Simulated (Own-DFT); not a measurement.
# How strain changes the stress of wurtzite AlGaN with randomly placed atoms, 72 atoms (Al27Ga9N36)

Calculated results; nothing here was measured. The program, named Own-DFT, is a retired in-house plane-wave density functional code that no person has reviewed. Each row is one single-point run on a periodic cell that was not relaxed, without spin or spin-orbit coupling.

Settings of every run: PBE; PseudoDojo norm-conserving scalar-relativistic files (stringent for Ga); cutoff 96 hartree; 4 x 4 x 3 k mesh centred on Gamma; Gaussian smearing of 0.01 eV.

Known limits: forces on such cells passed a denser k mesh, each cell not checked; stress not checked against mesh or cutoff.

Unstrained cell vectors in Å: (9.394, 0.000, 0.000); (-4.697, 8.135, 0.000); (0.000, 0.000, 10.066). The unstrained cell has measured lattice constants (interpolated for alloys), not those of this functional. That, the random moves and any unrelaxed bonds set the pressure at no strain. Each run strains this cell uniformly, with the atoms carried along. Every atom was also moved at random, by a Gaussian of width 0.05 Å on each axis. The random placing of the alloy's atoms differs from row to row. Strain is the symmetric tensor, in per cent. Stress is positive in tension, and the pressure is minus a third of its trace.

| run | e_xx (%) | e_yy (%) | e_zz (%) | s_xx (GPa) | s_yy (GPa) | s_zz (GPa) | P (GPa) | E (meV/atom) |
|---|---|---|---|---|---|---|---|---|
| 1 | -1.75 | -1.75 | 0.00 | -17.94 | -15.40 | -11.04 | 14.79 | 38.3 |
| 2 | 2.50 | 2.50 | 0.00 | 6.04 | 5.96 | -2.29 | -3.24 | 14.8 |
| 3 | 1.75 | 1.75 | 0.00 | 2.34 | 1.27 | -2.72 | -0.30 | 15.8 |
| 4 | -0.50 | -0.50 | 0.00 | -8.34 | -8.39 | -10.43 | 9.06 | 27.9 |
| 5 | -0.25 | -0.25 | 0.00 | -6.99 | -6.51 | -8.03 | 7.18 | 7.5 |
| 6 | 2.75 | 2.75 | 0.00 | 7.19 | 6.47 | -2.05 | -3.87 | 17.9 |
| 7 | 2.00 | 2.00 | 0.00 | 4.44 | 5.48 | -5.84 | -1.36 | 4.3 |
| 8 | 2.25 | 2.25 | 0.00 | 6.33 | 4.13 | -2.40 | -2.69 | 0.0 |
| 9 | 1.00 | 1.00 | 0.00 | ? | ? | ? | ? | ? |

E is the free energy for each atom above the lowest run shown.

## Worked fit

The change of volume is close to e_xx + e_yy + e_zz. A straight line through the runs shown gives P = 7.02 - 205 x (fractional change of volume) GPa, with an error of 6 on the slope and a scatter of 0.52 GPa. The strain isn't the same on all axes and the cell isn't cubic, so the slope belongs to this path and is not the bulk modulus.

## Withheld run

Question: what pressure should run 9 give? Its volume changes by 2.01 %.

The line gives 2.9 GPa. The calculation gave 2.67 GPa.
